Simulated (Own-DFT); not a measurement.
Simulation results for Hf$_{36}$O$_{71}$ (tetragonal hafnia with one neutral oxygen vacancy, atoms displaced)

Computed with Own-DFT development build. A calculation, not a measurement: plane-wave PBE and HSE06 DFT by an unreviewed code, no spin, of a simulated cell at Gamma alone, so results move with cell size and shape, stress positive in tension, energies less offsets, not probed for a lower state with spin; hafnium file: forces about 75 meV/angstrom off all-electron values; oxygen file: force components 24 meV/angstrom off all-electron in a glass; k mesh not checked against a denser one; forces and stress are PBE's, HSE06 gives the energy alone, and its difference from PBE has offsets of its own; offsets are fitted by least squares, one for each functional and potential file, so energies compare only between cells with the same atoms and settings and are not formation energies; the far tail of each file's local potential was reset to the Coulomb form; each entry is a single point on an unrelaxed cell, so the pressure reflects the starting lattice, taken from the Materials Project, from which strain is counted, and rises with the displacements; printed positions are rounded, which can move forces by about a meV/angstrom; the program is a retired in-house code; no spin-orbit coupling.

Settings shared by all entries: first functional PBE; second functional HSE06; exact exchange share 0.25; screening 0.11 1/bohr; exchange divergence Gygi-Baldereschi; potential files PseudoDojo norm-conserving, scalar-relativistic, made for PBE, standard set; wave cutoff 48 hartree; occupations fixed; k mesh 1 x 1 x 1 centred on Gamma.

(1) Hf$_{36}$O$_{71}$ (tetragonal hafnia with one neutral oxygen vacancy, atoms displaced)

```cif
# cell vector a (Å): 10.7800 0.0000 0.0000
# cell vector b (Å): 0.0000 10.7800 0.0000
# cell vector c (Å): 0.0000 0.0000 10.4493
data_Hf36O71
_symmetry_space_group_name_H-M 'P 1'
_symmetry_Int_Tables_number 1
_cell_length_a 10.7800
_cell_length_b 10.7800
_cell_length_c 10.4493
_cell_angle_alpha 90.000
_cell_angle_beta 90.000
_cell_angle_gamma 90.000
_cell_volume 1214.30
loop_
_atom_site_label
_atom_site_type_symbol
_atom_site_fract_x
_atom_site_fract_y
_atom_site_fract_z
_atom_site_occupancy
Hf1 Hf 0.99619 0.00103 0.00222 1
Hf2 Hf 0.16530 0.17163 0.23947 1
O1 O 0.00096 0.16479 0.15172 1
O2 O 0.16581 0.00126 0.35249 1
O3 O 0.99532 0.16468 0.40250 1
O4 O 0.16387 0.00308 0.10377 1
Hf3 Hf 0.00290 0.99751 0.49599 1
Hf4 Hf 0.16743 0.16690 0.75088 1
O5 O 0.99574 0.16654 0.65081 1
O6 O 0.16477 0.00667 0.85414 1
O7 O 0.99282 0.16574 0.90875 1
O8 O 0.16893 0.00605 0.60309 1
Hf5 Hf 0.99976 0.33047 0.00453 1
Hf6 Hf 0.16244 0.50696 0.24360 1
O9 O 0.99463 0.49382 0.15843 1
O10 O 0.17051 0.33311 0.34575 1
O11 O 0.00559 0.49708 0.40407 1
O12 O 0.16867 0.33704 0.09958 1
Hf7 Hf 0.00307 0.32868 0.50846 1
Hf8 Hf 0.17006 0.49642 0.73796 1
O13 O 0.99427 0.49873 0.65794 1
O14 O 0.16112 0.33250 0.84697 1
O15 O 0.99830 0.49961 0.90811 1
O16 O 0.16752 0.32872 0.59583 1
Hf9 Hf 0.00064 0.67165 0.99697 1
Hf10 Hf 0.17472 0.83327 0.25850 1
O17 O 0.99850 0.83461 0.14674 1
O18 O 0.16644 0.65817 0.35489 1
O19 O 0.00327 0.83394 0.40601 1
O20 O 0.16736 0.67825 0.09044 1
Hf11 Hf 0.00648 0.66878 0.50906 1
Hf12 Hf 0.16075 0.83744 0.75055 1
O21 O 0.00404 0.84215 0.65344 1
O22 O 0.16207 0.66384 0.84981 1
O23 O 0.00358 0.83534 0.88998 1
O24 O 0.15812 0.66727 0.59882 1
Hf13 Hf 0.32889 0.99724 0.99520 1
Hf14 Hf 0.49873 0.17150 0.23683 1
O25 O 0.33224 0.16675 0.15533 1
O26 O 0.49639 0.99950 0.34425 1
O27 O 0.33436 0.17356 0.40356 1
O28 O 0.50913 0.00187 0.09573 1
Hf15 Hf 0.32997 0.00109 0.49198 1
Hf16 Hf 0.50471 0.16491 0.74420 1
O29 O 0.33021 0.15916 0.64985 1
O30 O 0.50007 0.99787 0.84748 1
O31 O 0.32812 0.16574 0.90428 1
Hf17 Hf 0.32498 0.33977 0.00274 1
Hf18 Hf 0.49871 0.50626 0.25591 1
O32 O 0.33761 0.50532 0.15132 1
O33 O 0.49966 0.33303 0.35755 1
O34 O 0.32291 0.49820 0.39876 1
O35 O 0.50015 0.33528 0.10618 1
Hf19 Hf 0.32907 0.32898 0.50063 1
Hf20 Hf 0.50037 0.49545 0.74095 1
O36 O 0.34088 0.50083 0.65583 1
O37 O 0.48968 0.33277 0.85066 1
O38 O 0.33704 0.49886 0.89539 1
O39 O 0.50829 0.33353 0.60362 1
Hf21 Hf 0.33827 0.66500 0.99937 1
Hf22 Hf 0.50061 0.83451 0.25388 1
O40 O 0.33667 0.83708 0.16046 1
O41 O 0.49291 0.65937 0.34198 1
O42 O 0.32917 0.84053 0.40247 1
O43 O 0.49725 0.65729 0.08970 1
Hf23 Hf 0.33787 0.66500 0.50413 1
Hf24 Hf 0.49543 0.82331 0.75039 1
O44 O 0.32221 0.83412 0.65132 1
O45 O 0.50557 0.66909 0.84799 1
O46 O 0.32901 0.83426 0.90159 1
O47 O 0.50604 0.67461 0.60191 1
Hf25 Hf 0.66935 0.00908 0.00854 1
Hf26 Hf 0.82743 0.15810 0.25412 1
O48 O 0.67040 0.15775 0.15005 1
O49 O 0.83674 0.00374 0.33936 1
O50 O 0.66466 0.16917 0.40643 1
O51 O 0.83410 0.00107 0.09782 1
Hf27 Hf 0.67028 0.00716 0.50073 1
Hf28 Hf 0.83148 0.17380 0.75193 1
O52 O 0.66660 0.17097 0.65298 1
O53 O 0.82808 0.99428 0.84882 1
O54 O 0.66924 0.15766 0.89790 1
O55 O 0.83398 0.99909 0.59621 1
Hf29 Hf 0.66025 0.32716 0.99992 1
Hf30 Hf 0.82731 0.49415 0.25690 1
O56 O 0.67171 0.50077 0.15243 1
O57 O 0.83674 0.33583 0.33995 1
O58 O 0.66755 0.50211 0.40556 1
O59 O 0.82337 0.33834 0.10033 1
Hf31 Hf 0.65794 0.33414 0.49710 1
Hf32 Hf 0.83084 0.50361 0.74759 1
O60 O 0.65710 0.50392 0.65771 1
O61 O 0.83102 0.33158 0.84733 1
O62 O 0.66878 0.49509 0.89597 1
O63 O 0.82394 0.34064 0.60068 1
Hf33 Hf 0.67370 0.67233 0.99982 1
Hf34 Hf 0.83076 0.83368 0.24300 1
O64 O 0.66860 0.83642 0.15342 1
O65 O 0.83725 0.67238 0.34282 1
O66 O 0.67540 0.83976 0.40495 1
O67 O 0.83203 0.66929 0.10678 1
Hf35 Hf 0.66147 0.66531 0.50601 1
Hf36 Hf 0.83148 0.83442 0.75508 1
O68 O 0.67004 0.82558 0.64976 1
O69 O 0.83223 0.66288 0.84809 1
O70 O 0.66598 0.82891 0.89780 1
O71 O 0.82837 0.66126 0.59622 1
```

```
PBE energy of cell above offsets : -96.269 eV
HSE06 less PBE above offsets     : 0.065 eV
PBE pressure                     : 2.5 GPa
PBE stress xx                    : -3.99 GPa
PBE stress yy                    : -0.96 GPa
PBE stress zz                    : -2.55 GPa
PBE stress yz                    : -0.26 GPa
PBE stress xz                    : -0.23 GPa
PBE stress xy                    : 0.02 GPa
```

Force:
```tsv
element	x (eV/Å)	y (eV/Å)	z (eV/Å)
Hf	0.877	-0.724	-0.226
Hf	-0.409	-0.529	2.087
O	-0.879	0.535	-0.158
O	0.259	0.452	-0.496
O	0.278	0.692	0.227
O	0.671	-0.327	-0.494
Hf	-0.035	0.529	1.002
Hf	0.029	-0.899	-0.009
O	0.496	0.719	0.568
O	0.063	-0.806	-0.177
O	0.001	0.152	-0.588
O	-0.665	-0.21	-0.595
Hf	-1.867	1.343	-0.19
Hf	-0.353	-1.321	1.343
O	0.861	0.255	-0.563
O	-0.262	-0.055	-0.196
O	-0.03	0.173	1.237
O	-0.837	-0.296	0.14
Hf	-2.167	0.468	-2.034
Hf	-1.253	0.977	2.822
O	1.848	-0.242	-0.591
O	0.271	0.535	-0.075
O	-0.072	-0.286	0.229
O	0.239	0.728	1.119
Hf	-0.303	-0.408	0.001
Hf	-1.913	0.006	-0.717
O	0.645	0.132	0.373
O	0.369	2.282	-0.536
O	0.465	-0.424	-0.328
O	0.293	-0.734	1.283
Hf	-3.601	-0.758	-2.933
Hf	0.235	-0.023	1.138
O	-1.273	-0.664	-0.754
O	0.27	-0.278	-1.318
O	-0.419	-0.078	1.386
O	3.544	-0.722	1.186
Hf	0.396	0.814	0.242
Hf	-0.149	-0.212	1.939
O	0.337	-0.021	-0.843
O	-0.012	0.574	0.022
O	0.03	-1.358	-0.4
O	-2.57	0.064	0.516
Hf	0.455	1.776	1.701
Hf	-1.275	-0.569	1.127
O	1.139	0.718	0.264
O	-0.442	0.012	-1.113
O	-0.156	0.485	0.437
Hf	2.259	-0.446	-1.536
Hf	0.936	-3.302	-2.274
O	-1.216	-0.272	-0.338
O	0.124	0.411	-0.914
O	1.136	0.426	1.434
O	-0.407	-0.848	-0.39
Hf	1.263	0.241	-1.336
Hf	0.802	-0.436	4.261
O	-2.101	0.563	-2.417
O	0.783	-0.621	-0.319
O	-0.818	0.404	0.822
O	-2.379	0.013	0.207
Hf	-0.912	-0.458	-1.068
Hf	0.949	0.879	-0.42
O	0.255	-0.027	-0.716
O	-0.144	3.309	2.271
O	0.245	-2.734	-0.085
O	1.526	0.826	1.04
Hf	-1.363	0.222	-0.784
Hf	1.001	2.18	-0.006
O	1.75	-0.574	-0.397
O	-0.905	-1.263	-0.199
O	0.196	-0.466	0.193
O	-2.835	-0.373	-0.443
Hf	0.156	-2.316	-2.176
Hf	1.878	2.973	-0.565
O	-1.04	0.635	-0.17
O	-0.076	-1.73	1.407
O	0.475	-0.273	-1.206
O	0.115	0.171	0.344
Hf	-0.629	-1.433	0.705
Hf	0.296	-1.115	-0.1
O	0.322	-0.757	-0.422
O	0.513	1.132	0.113
O	-0.396	1.998	0.115
O	-0.147	0.072	-0.325
Hf	1.124	2.046	-0.722
Hf	0.899	2.074	-0.925
O	-2.043	0.22	0.415
O	-0.39	-2.227	1.615
O	-0.337	0.012	-0.147
O	0.864	-0.888	-1.103
Hf	1.491	0.11	0.055
Hf	-1.087	-1.025	0.885
O	1.989	0.506	-1.813
O	0.251	0.377	0.194
O	-0.248	0.109	1.153
O	0.908	-0.36	-0.586
Hf	-0.408	-1.764	-0.252
Hf	1.12	-1.463	1.244
O	-1.503	-0.423	-0.417
O	-0.252	-0.645	0.597
O	-1.121	-0.745	-0.191
O	0.49	0.448	-1.751
Hf	3.219	1.534	-0.923
Hf	-0.407	0.059	-0.86
O	-0.868	0.688	0.622
O	0.26	1.102	0.532
O	0.318	0.953	0.711
O	0.985	-0.187	0.299
```

(2) Hf$_{36}$O$_{71}$ (tetragonal hafnia with one neutral oxygen vacancy, atoms displaced)

```cif
# cell vector a (Å): 10.7800 0.0000 0.0000
# cell vector b (Å): 0.0000 10.7800 0.0000
# cell vector c (Å): 0.0000 0.0000 10.4493
data_Hf36O71
_symmetry_space_group_name_H-M 'P 1'
_symmetry_Int_Tables_number 1
_cell_length_a 10.7800
_cell_length_b 10.7800
_cell_length_c 10.4493
_cell_angle_alpha 90.000
_cell_angle_beta 90.000
_cell_angle_gamma 90.000
_cell_volume 1214.30
loop_
_atom_site_label
_atom_site_type_symbol
_atom_site_fract_x
_atom_site_fract_y
_atom_site_fract_z
_atom_site_occupancy
Hf1 Hf 0.00699 0.01052 0.99790 1
Hf2 Hf 0.17025 0.16450 0.25947 1
O1 O 0.00115 0.17582 0.13660 1
O2 O 0.16559 0.01457 0.34664 1
O3 O 0.00430 0.15711 0.40820 1
O4 O 0.16065 0.98971 0.09059 1
Hf3 Hf 0.00943 0.99896 0.50019 1
Hf4 Hf 0.15527 0.16980 0.76191 1
O5 O 0.99130 0.16807 0.64551 1
O6 O 0.16219 0.98700 0.85344 1
O7 O 0.99583 0.15546 0.90108 1
O8 O 0.17210 0.97951 0.59027 1
Hf5 Hf 0.01045 0.32133 0.00504 1
Hf6 Hf 0.15241 0.49831 0.26705 1
O9 O 0.02004 0.48970 0.14929 1
O10 O 0.17740 0.32743 0.33359 1
O11 O 0.00481 0.51474 0.40480 1
O12 O 0.14770 0.34363 0.10201 1
Hf7 Hf 0.00399 0.33224 0.50717 1
Hf8 Hf 0.17567 0.49300 0.76476 1
O13 O 0.99571 0.50477 0.65875 1
O14 O 0.15691 0.33819 0.83979 1
O15 O 0.99883 0.51554 0.89664 1
O16 O 0.17588 0.33032 0.59242 1
Hf9 Hf 0.00071 0.67240 0.99821 1
Hf10 Hf 0.17186 0.83387 0.24924 1
O17 O 0.99904 0.83309 0.17011 1
O18 O 0.17042 0.65774 0.35201 1
O19 O 0.00022 0.82863 0.39253 1
Hf11 Hf 0.00252 0.66100 0.48585 1
Hf12 Hf 0.16179 0.82871 0.73603 1
O20 O 0.00801 0.83932 0.65073 1
O21 O 0.16938 0.67180 0.85362 1
O22 O 0.99606 0.84849 0.89471 1
O23 O 0.16666 0.66755 0.59813 1
Hf13 Hf 0.34186 0.00647 0.99951 1
Hf14 Hf 0.51575 0.16858 0.24796 1
O24 O 0.34010 0.16169 0.14800 1
O25 O 0.51004 0.01108 0.34683 1
O26 O 0.32352 0.15812 0.39802 1
O27 O 0.50111 0.98134 0.09663 1
Hf15 Hf 0.32979 0.00432 0.48293 1
Hf16 Hf 0.51978 0.17756 0.75651 1
O28 O 0.34436 0.17463 0.64750 1
O29 O 0.51310 0.00263 0.85099 1
O30 O 0.32709 0.15407 0.89835 1
O31 O 0.49045 0.99476 0.60460 1
Hf17 Hf 0.33488 0.34070 0.00486 1
Hf18 Hf 0.50599 0.49538 0.24345 1
O32 O 0.32071 0.49391 0.15416 1
O33 O 0.49855 0.34453 0.34306 1
O34 O 0.33429 0.49786 0.41286 1
O35 O 0.49582 0.32322 0.10037 1
Hf19 Hf 0.33109 0.34870 0.48788 1
Hf20 Hf 0.49101 0.50191 0.74506 1
O36 O 0.34480 0.49049 0.64725 1
O37 O 0.49929 0.33866 0.84462 1
O38 O 0.33209 0.49402 0.90212 1
O39 O 0.50819 0.34153 0.60566 1
Hf21 Hf 0.33731 0.66569 0.01096 1
Hf22 Hf 0.49526 0.82644 0.25024 1
O40 O 0.32182 0.83252 0.15045 1
O41 O 0.50411 0.66033 0.34482 1
O42 O 0.33384 0.82557 0.39078 1
O43 O 0.49538 0.66739 0.09213 1
Hf23 Hf 0.34027 0.66673 0.48926 1
Hf24 Hf 0.50801 0.84230 0.74850 1
O44 O 0.34403 0.83554 0.65779 1
O45 O 0.50325 0.66164 0.84121 1
O46 O 0.33120 0.83481 0.90172 1
O47 O 0.50981 0.65710 0.60616 1
Hf25 Hf 0.66155 0.99363 0.99553 1
Hf26 Hf 0.83202 0.15801 0.24377 1
O48 O 0.67339 0.17314 0.16187 1
O49 O 0.83981 0.00810 0.35572 1
O50 O 0.66811 0.16828 0.40634 1
O51 O 0.83998 0.99563 0.10036 1
Hf27 Hf 0.67594 0.99631 0.49439 1
Hf28 Hf 0.81673 0.16242 0.75715 1
O52 O 0.66238 0.15624 0.64624 1
O53 O 0.84263 0.00965 0.84534 1
O54 O 0.67339 0.16328 0.89968 1
O55 O 0.83352 0.99746 0.59034 1
Hf29 Hf 0.67287 0.33394 0.99369 1
Hf30 Hf 0.81503 0.49055 0.25314 1
O56 O 0.67174 0.50261 0.15271 1
O57 O 0.83851 0.32686 0.35127 1
O58 O 0.66386 0.49742 0.41266 1
O59 O 0.83184 0.33896 0.10853 1
Hf31 Hf 0.67047 0.32878 0.48901 1
Hf32 Hf 0.81270 0.50339 0.75649 1
O60 O 0.67155 0.50975 0.65436 1
O61 O 0.82823 0.32129 0.84539 1
O62 O 0.66104 0.48673 0.90687 1
O63 O 0.82908 0.33241 0.58836 1
Hf33 Hf 0.66840 0.66463 0.99951 1
Hf34 Hf 0.82095 0.83222 0.25345 1
O64 O 0.66243 0.83779 0.16087 1
O65 O 0.83184 0.67173 0.34597 1
O66 O 0.66700 0.84033 0.40304 1
O67 O 0.83624 0.65814 0.11174 1
Hf35 Hf 0.66442 0.66325 0.50971 1
Hf36 Hf 0.82473 0.83786 0.74378 1
O68 O 0.67264 0.83789 0.65506 1
O69 O 0.83427 0.66255 0.84840 1
O70 O 0.67259 0.81704 0.88914 1
O71 O 0.82994 0.67273 0.60750 1
```

```
PBE energy of cell above offsets : -83.854 eV
HSE06 less PBE above offsets     : 0.729 eV
PBE pressure                     : 6.93 GPa
PBE stress xx                    : -4.92 GPa
PBE stress yy                    : -9.72 GPa
PBE stress zz                    : -6.16 GPa
PBE stress yz                    : 1.86 GPa
PBE stress xz                    : -2.96 GPa
PBE stress xy                    : -0.05 GPa
```

Force:
```tsv
element	x (eV/Å)	y (eV/Å)	z (eV/Å)
Hf	-0.506	-4.8	0.697
Hf	0.02	0.511	-3.622
O	-0.469	-0.969	1.942
O	0.081	-4.771	1.021
O	0.516	3.161	-1.337
O	2.446	0.813	1.83
Hf	-1.343	-2.044	0.42
Hf	2.019	-3.057	-2.306
O	1.363	0.281	1.29
O	0.22	2.903	-1.576
O	1.358	4.412	-2.29
O	0.611	1.359	-0.18
Hf	-3.946	2.464	-1.363
Hf	1.167	0.282	-2.981
O	-4.171	1.983	0.156
O	-0.151	1.411	2.953
O	-0.352	-6.872	-2.335
O	6.573	-1.804	-0.531
Hf	-1.498	-0.525	1.018
Hf	-2.405	5.621	-3.13
O	0.382	-1.306	-0.588
O	-0.315	-3.273	2.848
O	0.56	-2.17	1.36
O	-1.717	0.489	0.045
Hf	0.795	0.822	-0.272
Hf	-3.734	-0.488	-0.092
O	-0.166	-0.787	-1.646
O	0.822	2.438	0.248
O	0.547	0.985	1.831
Hf	-0.452	5.557	5.018
Hf	2.606	0.024	2.31
O	-3.623	0.011	-1.037
O	0.178	-1.281	0.276
O	-0.871	-2.821	1.298
O	1.358	-0.302	-0.931
Hf	-3.009	-2.733	-0.488
Hf	-3.324	0.212	1.116
O	-0.357	-0.034	0.554
O	-0.795	-1.914	-0.571
O	0.904	3.423	-1.072
O	1.128	0.917	0.345
Hf	1.699	-1.118	4.335
Hf	-5.153	-1.324	-2.808
O	-0.932	-0.304	1.196
O	0.64	0.356	0.972
O	-0.186	3.417	-0.147
O	1.738	-0.261	-1.511
Hf	-0.933	-1.973	0.894
Hf	-1.981	0.931	-0.17
O	2.078	0.203	-0.009
O	0.185	-2.308	0.428
O	0.165	4.245	-3.323
O	1.552	1.206	-0.728
Hf	1.486	-7.093	4.565
Hf	2.391	-0.042	0.051
O	-3.418	0.555	-0.242
O	-0.03	-0.813	2.014
O	-0.04	0.815	-0.102
O	0.958	-0.431	-1.776
Hf	-4.353	1.981	-3.034
Hf	-0.476	1.707	-0.062
O	3.277	-0.832	-0.375
O	-0.263	0.066	0.107
O	0.526	1.28	0.024
O	2.696	-0.1	1.713
Hf	-1.435	0.937	3.335
Hf	-3	-0.513	-0.368
O	-0.681	-1.681	-1.011
O	0.181	0.587	1.324
O	1.746	-0.22	1.449
O	-1.808	0.898	-1.607
Hf	1.332	-1.282	0.057
Hf	3.394	0.377	1.074
O	-1.008	-0.578	-2.535
O	-1.16	-1.185	-1.07
O	-0.436	-0.587	-1.776
O	-2.153	0.624	-0.163
Hf	-1.789	1.345	1.664
Hf	2.622	0.247	-3.204
O	1.162	0.35	0.093
O	-2.051	-2.352	0.399
O	-1.105	0.27	1.163
O	0.629	-0.405	1.138
Hf	0.725	-1.659	1.459
Hf	4.898	1.287	0.936
O	-3.508	-0.282	-1.304
O	-0.039	0.525	-0.607
O	0.654	0.676	-2.261
O	-0.308	0.243	-1.352
Hf	-0.362	0.322	3.221
Hf	5.499	-0.488	-0.094
O	-2.379	-0.197	-0.821
O	-0.401	2.26	1.085
O	0.765	2.912	-0.324
O	0.213	0.128	0.617
Hf	1.138	-0.429	-0.66
Hf	3.886	0.458	0.452
O	-0.589	-0.705	-2.111
O	-0.812	-2.048	0.956
O	-0.468	-2.278	-0.44
O	-1.039	0.389	-1.798
Hf	2.184	0.56	-0.124
Hf	4.944	-0.824	1.117
O	-2.412	0.259	-2.07
O	-1.208	1.058	1.115
O	-0.111	2.581	2.025
O	0.215	0.138	-1.206
```
